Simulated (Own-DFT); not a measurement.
# Computed records: Hf16O31 (monoclinic hafnia with two neutral oxygen vacancies, strained, atoms displaced), Hf16O31 (monoclinic hafnia with two neutral oxygen vacancies, atoms displaced)

All values are calculated (Own-DFT development build). A calculation, not a measurement: plane-wave PBE and HSE06 DFT by an unreviewed code, no spin, of a simulated cell at Gamma alone, so results move with cell size and shape, stress positive in tension, energies less offsets, not probed for a lower state with spin; hafnium file: forces about 75 meV/angstrom off all-electron values; oxygen file: force components 24 meV/angstrom off all-electron in a glass; k mesh not checked against a denser one; forces and stress are PBE's, HSE06 gives the energy alone, and its difference from PBE has offsets of its own; offsets are fitted by least squares, one for each functional and potential file, so energies compare only between cells with the same atoms and settings and are not formation energies; the far tail of each file's local potential was reset to the Coulomb form; each entry is a single point on an unrelaxed cell, so the pressure reflects the starting lattice, mostly measured values, from which strain is counted, and rises with the displacements; printed positions are rounded, which can move forces by about a meV/angstrom; the program is a retired in-house code; no spin-orbit coupling.

Settings shared by all entries: first functional PBE; second functional HSE06; exact exchange share 0.25; screening 0.11 1/bohr; exchange divergence Gygi-Baldereschi; potential files PseudoDojo norm-conserving, scalar-relativistic, made for PBE, standard set; wave cutoff 48 hartree; occupations fixed; k mesh 1 x 1 x 1 centred on Gamma.

(1) 
```cif
# cell vector a (Å): 10.3084 0.1297 -0.1481
# cell vector b (Å): 0.1311 10.1818 -0.0691
# cell vector c (Å): -1.8590 -0.0912 10.3605
data_Hf16O31
_symmetry_space_group_name_H-M 'P 1'
_symmetry_Int_Tables_number 1
_cell_length_a 10.3103
_cell_length_b 10.1829
_cell_length_c 10.5264
_cell_angle_alpha 91.009
_cell_angle_beta 101.001
_cell_angle_gamma 88.536
_cell_volume 1084.39
loop_
_atom_site_label
_atom_site_type_symbol
_atom_site_fract_x
_atom_site_fract_y
_atom_site_fract_z
_atom_site_occupancy
Hf1 Hf 0.14005 0.02105 0.10726 1
Hf2 Hf 0.37018 0.26458 0.14733 1
Hf3 Hf 0.36399 0.47618 0.39906 1
Hf4 Hf 0.13534 0.23292 0.34685 1
O1 O 0.03718 0.17492 0.17616 1
O2 O 0.46989 0.41958 0.08131 1
O3 O 0.46401 0.33547 0.32697 1
O4 O 0.04046 0.09433 0.42060 1
O5 O 0.22317 0.36609 0.24326 1
O6 O 0.27073 0.12933 0.01843 1
O7 O 0.27446 0.12197 0.26024 1
O8 O 0.22286 0.36908 0.49277 1
Hf5 Hf 0.13656 0.01844 0.60775 1
Hf6 Hf 0.36322 0.26189 0.64859 1
Hf7 Hf 0.36027 0.47849 0.89107 1
Hf8 Hf 0.14390 0.23089 0.86246 1
O9 O 0.03411 0.16644 0.67668 1
O10 O 0.46455 0.41837 0.57643 1
O11 O 0.45859 0.33250 0.82477 1
O12 O 0.03064 0.08523 0.91397 1
O13 O 0.22111 0.37960 0.73482 1
O14 O 0.28140 0.13151 0.50822 1
O15 O 0.27448 0.13029 0.75906 1
O16 O 0.22175 0.37870 0.98724 1
Hf9 Hf 0.13613 0.51942 0.10422 1
Hf10 Hf 0.35827 0.77090 0.14034 1
Hf11 Hf 0.36293 0.97758 0.40119 1
Hf12 Hf 0.13442 0.72280 0.34480 1
O17 O 0.03613 0.67249 0.16769 1
O18 O 0.46190 0.92144 0.07754 1
O19 O 0.46518 0.83681 0.32820 1
O20 O 0.02956 0.58183 0.42302 1
O21 O 0.23541 0.88124 0.24291 1
O22 O 0.27531 0.63367 0.00891 1
O23 O 0.27674 0.61097 0.25334 1
O24 O 0.22554 0.87819 0.49240 1
Hf13 Hf 0.14167 0.51631 0.60503 1
Hf14 Hf 0.36891 0.76653 0.65319 1
Hf15 Hf 0.36035 0.98659 0.89377 1
Hf16 Hf 0.13477 0.73813 0.85937 1
O25 O 0.03621 0.66366 0.67132 1
O26 O 0.45386 0.91581 0.57560 1
O27 O 0.46536 0.83470 0.82734 1
O28 O 0.03681 0.58231 0.93048 1
O29 O 0.23227 0.87551 0.74018 1
O30 O 0.27849 0.63244 0.50475 1
O31 O 0.26719 0.62566 0.75993 1
O32 O 0.22107 0.86947 0.99326 1
Hf17 Hf 0.64626 0.02650 0.09954 1
Hf18 Hf 0.86385 0.27351 0.15216 1
Hf19 Hf 0.86573 0.47066 0.39964 1
Hf20 Hf 0.64029 0.23497 0.35490 1
O33 O 0.53359 0.17080 0.17030 1
O34 O 0.96418 0.41666 0.08065 1
O35 O 0.96566 0.33124 0.32243 1
O36 O 0.53257 0.08905 0.42251 1
O37 O 0.72794 0.37788 0.23934 1
O38 O 0.77755 0.12806 0.00960 1
O39 O 0.77616 0.11332 0.25924 1
O40 O 0.72453 0.37209 0.49363 1
Hf21 Hf 0.64088 0.02037 0.60329 1
Hf22 Hf 0.86101 0.27081 0.64094 1
Hf23 Hf 0.85271 0.47987 0.89968 1
Hf24 Hf 0.64532 0.23297 0.85219 1
O41 O 0.54148 0.16788 0.68332 1
O42 O 0.96636 0.41290 0.57623 1
O43 O 0.95690 0.33925 0.82246 1
O44 O 0.53180 0.08262 0.92032 1
O45 O 0.72139 0.37202 0.73937 1
O46 O 0.77311 0.12944 0.50641 1
O47 O 0.77311 0.12512 0.75959 1
O48 O 0.72400 0.37274 0.98939 1
Hf25 Hf 0.63525 0.51839 0.10269 1
Hf26 Hf 0.86408 0.77251 0.14798 1
Hf27 Hf 0.86985 0.98121 0.39185 1
Hf28 Hf 0.63494 0.73307 0.34926 1
O49 O 0.95920 0.91599 0.07548 1
O50 O 0.96169 0.84009 0.32918 1
O51 O 0.53355 0.58381 0.42255 1
O52 O 0.71810 0.87408 0.23734 1
O53 O 0.77259 0.62597 0.01350 1
O54 O 0.72354 0.85958 0.49521 1
Hf29 Hf 0.63881 0.51426 0.60181 1
Hf30 Hf 0.86134 0.77053 0.64702 1
Hf31 Hf 0.87008 0.98085 0.90289 1
Hf32 Hf 0.63947 0.73117 0.85415 1
O55 O 0.53860 0.66551 0.67865 1
O56 O 0.96286 0.92244 0.57539 1
O57 O 0.97126 0.82813 0.83626 1
O58 O 0.53738 0.58385 0.92644 1
O59 O 0.72760 0.87930 0.74759 1
O60 O 0.77714 0.63406 0.51652 1
O61 O 0.77331 0.62127 0.76917 1
O62 O 0.72362 0.86515 0.98661 1
_calc_PBE_energy_of_cell_above_offsets '-86.831'  # eV
_calc_HSE06_less_PBE_above_offsets '0.019'  # eV
_calc_PBE_pressure 10.84  # GPa
_calc_PBE_stress_xx -9  # GPa
_calc_PBE_stress_yy -12.17  # GPa
_calc_PBE_stress_zz -11.36  # GPa
_calc_PBE_stress_yz -2.4  # GPa
_calc_PBE_stress_xz -3.23  # GPa
_calc_PBE_stress_xy 4.99  # GPa
```

Force:
| element | x (eV/Å) | y (eV/Å) | z (eV/Å) |
| --- | --- | --- | --- |
| Hf | 0.141 | 0.087 | 0.415 |
| Hf | -2.203 | 2.249 | 0.293 |
| Hf | -0.912 | 0.729 | -0.145 |
| Hf | 2.942 | -0.199 | 2.74 |
| O | -0.319 | -1.977 | -2.391 |
| O | -1.156 | -0.562 | -0.224 |
| O | 1.332 | -0.819 | 0.059 |
| O | -1.681 | -1.799 | 0.563 |
| O | 0.21 | 1.589 | -0.901 |
| O | 0.06 | -0.435 | -1.288 |
| O | 0.44 | -0.495 | -0.513 |
| O | 0.288 | 0.622 | -0.268 |
| Hf | 0.726 | 0.231 | -1.405 |
| Hf | -0.296 | 1.451 | -1.554 |
| Hf | -0.155 | 1.448 | 0.913 |
| Hf | -2.214 | 1.112 | -1.895 |
| O | 0.087 | -0.049 | -0.072 |
| O | 0.164 | -0.73 | 0.836 |
| O | 1.091 | -0.089 | 0.981 |
| O | 1.019 | 0.154 | 1.181 |
| O | 0.02 | -0.701 | 1.273 |
| O | -0.44 | -0.488 | 0.535 |
| O | 0.056 | -0.897 | 0.831 |
| O | 0.777 | -0.588 | 0.112 |
| Hf | 0.786 | -0.919 | -0.689 |
| Hf | 1.68 | 0.241 | 1.044 |
| Hf | -0.736 | 0.751 | -0.565 |
| Hf | 1.147 | 0.7 | 2.888 |
| O | -0.226 | 0.066 | 0.332 |
| O | 0.222 | -0.134 | -0.09 |
| O | 0.92 | -1.181 | -0.726 |
| O | 0.64 | 0.614 | -0.987 |
| O | -1.932 | -0.613 | -0.615 |
| O | 0.159 | -0.817 | 0.042 |
| O | -0.356 | 0.922 | 0.277 |
| O | -1.145 | -0.948 | -0.835 |
| Hf | -0.188 | 1.289 | -0.616 |
| Hf | -1.3 | 0.258 | -1.818 |
| Hf | 1.168 | -1.64 | 1.052 |
| Hf | 1.896 | -3.547 | -0.811 |
| O | -1.026 | 0.761 | 0.101 |
| O | 2.507 | 0.521 | 1.47 |
| O | 0.095 | 0.563 | 0.802 |
| O | -0.56 | 0.418 | -0.855 |
| O | -1.434 | 1.267 | 0.679 |
| O | -0.656 | -0.532 | 0.094 |
| O | 1.446 | -0.89 | 0.065 |
| O | -0.057 | 1.903 | -0.043 |
| Hf | -1.944 | -2.073 | -0.138 |
| Hf | -0.175 | -0.004 | -2.403 |
| Hf | -0.77 | 2.451 | -0.071 |
| Hf | -0.932 | -1.445 | 0.001 |
| O | 2.102 | -1.14 | 0.218 |
| O | -0.136 | -0.186 | 0.363 |
| O | -0.766 | 1.08 | 1.146 |
| O | 0.569 | 0.171 | 0.287 |
| O | -0.55 | 0.002 | 0.804 |
| O | 0.045 | 0.176 | 0.193 |
| O | 0.058 | 1.487 | -0.552 |
| O | 0.073 | 0.004 | -0.881 |
| Hf | -0.562 | -0.441 | -0.261 |
| Hf | 0.744 | -0.371 | 1.844 |
| Hf | 1.85 | 0.142 | 0.024 |
| Hf | -0.922 | -0.594 | 0.724 |
| O | -0.755 | -0.83 | -1.841 |
| O | 0.09 | -0.154 | 0.144 |
| O | 1.334 | -0.624 | 0.641 |
| O | 0.5 | 0.779 | 0.028 |
| O | -0.492 | 0.856 | -0.188 |
| O | 0.007 | -0.26 | 0.156 |
| O | 1.065 | -0.81 | -0.185 |
| O | 0.047 | -0.267 | 0.342 |
| Hf | -0.307 | 1.593 | 0.563 |
| Hf | -2.623 | -1.012 | -1.159 |
| Hf | -1.591 | 1.033 | 1.909 |
| Hf | -0.112 | -1.538 | 0.477 |
| O | 1.459 | 0.701 | 1.46 |
| O | 2.143 | -2.052 | -0.991 |
| O | 0.368 | 0.145 | -0.297 |
| O | 0.571 | 0.4 | 0.071 |
| O | 0.539 | 0.325 | 0.989 |
| O | 0.163 | 2.524 | -0.087 |
| Hf | -0.534 | 1.87 | 0.199 |
| Hf | 0.456 | -0.37 | 0.06 |
| Hf | -1.784 | -0.197 | -2.07 |
| Hf | -0.306 | -0.566 | 1.093 |
| O | 0.029 | -0.675 | -0.908 |
| O | 0.031 | -0.455 | 0.769 |
| O | -2.296 | 1.55 | -0.661 |
| O | -0.907 | -0.098 | -0.681 |
| O | 0.062 | 0.393 | -0.752 |
| O | -0.114 | -1.954 | -0.788 |
| O | 0.843 | -0.193 | -1.138 |
| O | 0.406 | 1.725 | 1.279 |

(2) 
```cif
# cell vector a (Å): 10.2340 0.0000 0.0000
# cell vector b (Å): 0.0000 10.3500 0.0000
# cell vector c (Å): -1.6955 0.0000 10.4453
data_Hf16O31
_symmetry_space_group_name_H-M 'P 1'
_symmetry_Int_Tables_number 1
_cell_length_a 10.2340
_cell_length_b 10.3500
_cell_length_c 10.5820
_cell_angle_alpha 90.000
_cell_angle_beta 99.220
_cell_angle_gamma 90.000
_cell_volume 1106.39
loop_
_atom_site_label
_atom_site_type_symbol
_atom_site_fract_x
_atom_site_fract_y
_atom_site_fract_z
_atom_site_occupancy
Hf1 Hf 0.13019 0.01778 0.09733 1
Hf2 Hf 0.34528 0.27314 0.13836 1
Hf3 Hf 0.36031 0.47615 0.38075 1
Hf4 Hf 0.13314 0.21855 0.34568 1
O1 O 0.02936 0.16806 0.17386 1
O2 O 0.46877 0.39960 0.08463 1
O3 O 0.45637 0.34193 0.32168 1
O4 O 0.03817 0.08839 0.42956 1
O5 O 0.23854 0.36987 0.24931 1
O6 O 0.28489 0.12736 0.02521 1
O7 O 0.29506 0.12287 0.26464 1
Hf5 Hf 0.13974 0.02042 0.60314 1
Hf6 Hf 0.36692 0.27285 0.63792 1
Hf7 Hf 0.35780 0.48082 0.89122 1
Hf8 Hf 0.13049 0.20393 0.84727 1
O8 O 0.03209 0.16880 0.67622 1
O9 O 0.45822 0.41595 0.57102 1
O10 O 0.46665 0.31870 0.83146 1
O11 O 0.02822 0.08848 0.92695 1
O12 O 0.27722 0.12366 0.51732 1
O13 O 0.27023 0.11624 0.75792 1
O14 O 0.22533 0.37517 0.99973 1
Hf9 Hf 0.13379 0.52507 0.10626 1
Hf10 Hf 0.35595 0.76111 0.12721 1
Hf11 Hf 0.36992 0.98586 0.39624 1
Hf12 Hf 0.13641 0.73092 0.33738 1
O15 O 0.03767 0.67125 0.18988 1
O16 O 0.47647 0.91767 0.08608 1
O17 O 0.47387 0.83351 0.32742 1
O18 O 0.03846 0.57678 0.42442 1
O19 O 0.21108 0.88282 0.23238 1
O20 O 0.28142 0.62758 0.00878 1
O21 O 0.27494 0.61919 0.25170 1
O22 O 0.22201 0.88703 0.49852 1
Hf13 Hf 0.15301 0.50603 0.61370 1
Hf14 Hf 0.38401 0.77607 0.63749 1
Hf15 Hf 0.34449 0.96902 0.87817 1
Hf16 Hf 0.14309 0.73027 0.85695 1
O23 O 0.03497 0.66565 0.67531 1
O24 O 0.46532 0.90887 0.57328 1
O25 O 0.46122 0.83118 0.84227 1
O26 O 0.04491 0.59129 0.91038 1
O27 O 0.24112 0.86751 0.74435 1
O28 O 0.27084 0.64364 0.48564 1
O29 O 0.27391 0.63246 0.75890 1
O30 O 0.22685 0.87996 0.97986 1
Hf17 Hf 0.63977 0.03090 0.09761 1
Hf18 Hf 0.87480 0.26802 0.15389 1
Hf19 Hf 0.87355 0.50156 0.39366 1
Hf20 Hf 0.63379 0.23226 0.36618 1
O31 O 0.54617 0.16953 0.18388 1
O32 O 0.96421 0.41681 0.07773 1
O33 O 0.96624 0.33453 0.32007 1
O34 O 0.54399 0.08678 0.41680 1
O35 O 0.71173 0.37807 0.23600 1
O36 O 0.78764 0.12828 0.01119 1
O37 O 0.77792 0.11939 0.24736 1
O38 O 0.72822 0.37665 0.50090 1
Hf21 Hf 0.63502 0.00668 0.60107 1
Hf22 Hf 0.84860 0.27476 0.63690 1
Hf23 Hf 0.85483 0.48576 0.88753 1
Hf24 Hf 0.63692 0.22108 0.84836 1
O39 O 0.54778 0.15715 0.67174 1
O40 O 0.97520 0.41599 0.58648 1
O41 O 0.97249 0.33377 0.82673 1
O42 O 0.52777 0.08118 0.92297 1
O43 O 0.72039 0.38164 0.74180 1
O44 O 0.77925 0.11643 0.50873 1
O45 O 0.77503 0.12685 0.75669 1
O46 O 0.70711 0.36954 0.00420 1
Hf25 Hf 0.63233 0.53642 0.10187 1
Hf26 Hf 0.86049 0.76100 0.14556 1
Hf27 Hf 0.86276 0.97580 0.39906 1
Hf28 Hf 0.64468 0.73203 0.35947 1
O47 O 0.53213 0.66147 0.18573 1
O48 O 0.96620 0.93697 0.08387 1
O49 O 0.96792 0.82807 0.31205 1
O50 O 0.55712 0.58346 0.44174 1
O51 O 0.73141 0.88837 0.23875 1
O52 O 0.77628 0.63094 0.99880 1
O53 O 0.77888 0.61935 0.25536 1
O54 O 0.72787 0.86565 0.49574 1
Hf29 Hf 0.63400 0.52177 0.58964 1
Hf30 Hf 0.87130 0.77543 0.63352 1
Hf31 Hf 0.86772 0.98397 0.90486 1
Hf32 Hf 0.63072 0.73829 0.86554 1
O55 O 0.53256 0.65242 0.67795 1
O56 O 0.96355 0.90211 0.58917 1
O57 O 0.95844 0.82742 0.81203 1
O58 O 0.53964 0.58835 0.91942 1
O59 O 0.72445 0.88411 0.72996 1
O60 O 0.79316 0.62980 0.50624 1
O61 O 0.77460 0.62672 0.74939 1
O62 O 0.72627 0.85911 0.00159 1
_calc_PBE_energy_of_cell_above_offsets '-74.214'  # eV
_calc_HSE06_less_PBE_above_offsets '1.425'  # eV
_calc_PBE_pressure 9.79  # GPa
_calc_PBE_stress_xx -9.64  # GPa
_calc_PBE_stress_yy -9.5  # GPa
_calc_PBE_stress_zz -10.22  # GPa
_calc_PBE_stress_yz 0.92  # GPa
_calc_PBE_stress_xz -0.61  # GPa
_calc_PBE_stress_xy -1.98  # GPa
```

Force:
| element | x (eV/Å) | y (eV/Å) | z (eV/Å) |
| --- | --- | --- | --- |
| Hf | 3.825 | 1.312 | 2.537 |
| Hf | 4.711 | -0.687 | 1.227 |
| Hf | -0.709 | 1.432 | 2.7 |
| Hf | 1.408 | 1.757 | 1.659 |
| O | 4.031 | -2.402 | -0.204 |
| O | 0.394 | 2.938 | -1.752 |
| O | 3.032 | -1.794 | 1.193 |
| O | -1.517 | -1.398 | -0.049 |
| O | -4.128 | 1.702 | -0.976 |
| O | -1.772 | -1.543 | -3.119 |
| O | -2.067 | -0.414 | 0.549 |
| Hf | -0.07 | -0.624 | 0.207 |
| Hf | 0.458 | -0.359 | 1.268 |
| Hf | 1.637 | -2.006 | 0.606 |
| Hf | 0.43 | 5.974 | 0.333 |
| O | -0.014 | -1.37 | -1.194 |
| O | 0.041 | -0.032 | -0.253 |
| O | -2.106 | 1.881 | -1.156 |
| O | 0.15 | -1.108 | 0.227 |
| O | 0.699 | 1.251 | -0.699 |
| O | 0.14 | -0.118 | -0.448 |
| O | -0.906 | 0.633 | -2.018 |
| Hf | -0.1 | -2.329 | -1.642 |
| Hf | 2.879 | 4.056 | 3.871 |
| Hf | -0.82 | -0.818 | -1.917 |
| Hf | 2.681 | 1.958 | 6.649 |
| O | -1.148 | -3.365 | -6.271 |
| O | -2.018 | -2.082 | -0.593 |
| O | -1.238 | 0.455 | 0.749 |
| O | 2.485 | 1.33 | -0.285 |
| O | 1.365 | -0.814 | -0.03 |
| O | -0.388 | -0.506 | -0.8 |
| O | 0.227 | 0.122 | -1.28 |
| O | 0.719 | -0.91 | -1.511 |
| Hf | -1.895 | 2.906 | -1.189 |
| Hf | -5.457 | -5.388 | 1.491 |
| Hf | 4.159 | 3.734 | 4.181 |
| Hf | -1.343 | 0.538 | -3.741 |
| O | 1.902 | -1.308 | -0.631 |
| O | 2.523 | 3.4 | -1.256 |
| O | 1.228 | -0.786 | -1.434 |
| O | -2.036 | -2.4 | 2.879 |
| O | -1.822 | 0.81 | -2.647 |
| O | 1.044 | -0.784 | 2.268 |
| O | 0.698 | -2.735 | 0.325 |
| O | -1.866 | -1.226 | 1.494 |
| Hf | -1.72 | 0.307 | 1.591 |
| Hf | -6.564 | 2.561 | -1.868 |
| Hf | -1.863 | -4.401 | 0.611 |
| Hf | 1.861 | 2.27 | -4.794 |
| O | -1.012 | -0.179 | -0.464 |
| O | 1.239 | 1.798 | -0.464 |
| O | 0.856 | 0.459 | 1.898 |
| O | -2.523 | -2.575 | 1.517 |
| O | 0.988 | 1.015 | 1.584 |
| O | -0.394 | -0.487 | -1.392 |
| O | 0.959 | -0.098 | 2.703 |
| O | 0.018 | -0.918 | -1.502 |
| Hf | 2.425 | 2.434 | 1.04 |
| Hf | 1.733 | -0.156 | 2.708 |
| Hf | 0.053 | -1.363 | -0.69 |
| Hf | 0.282 | 1.227 | 2.512 |
| O | -2.018 | 0.589 | -1.132 |
| O | 0.274 | -0.284 | -0.497 |
| O | -0.595 | 0.451 | 0.134 |
| O | 0.794 | 0.051 | -0.811 |
| O | 0.447 | -0.52 | 0.317 |
| O | 0.169 | 0.864 | 0.077 |
| O | 1.325 | -0.957 | 0.41 |
| O | 1.944 | 0.164 | -2.22 |
| Hf | 0.652 | -6.293 | 0.207 |
| Hf | -1.168 | 2.544 | -0.032 |
| Hf | -0.195 | 0.971 | -2.092 |
| Hf | -0.673 | 0.572 | -1.355 |
| O | -0.84 | 0.582 | -0.476 |
| O | -2.442 | -3.214 | -0.408 |
| O | -1.58 | 2.079 | 2.426 |
| O | -3.19 | 2.63 | -7.362 |
| O | 0.067 | -1.804 | 1.096 |
| O | 0.452 | -0.432 | 1.32 |
| O | -0.099 | 1.63 | -0.873 |
| O | -0.401 | 0.459 | -2.05 |
| Hf | 2.733 | -1.621 | 8.046 |
| Hf | -4.93 | -7.427 | 4.845 |
| Hf | -2.475 | -1.403 | -2.722 |
| Hf | 2.925 | -0.882 | -2.872 |
| O | -0.87 | 1.63 | 0.246 |
| O | 6.092 | 7.958 | -4.243 |
| O | 0.734 | 1.983 | 3.646 |
| O | -2.011 | -1.117 | 0.764 |
| O | -0.785 | -0.636 | 1.871 |
| O | -0.565 | 0.006 | -0.943 |
| O | -0.34 | -0.777 | 1.152 |
| O | 0.784 | 1.426 | -0.774 |
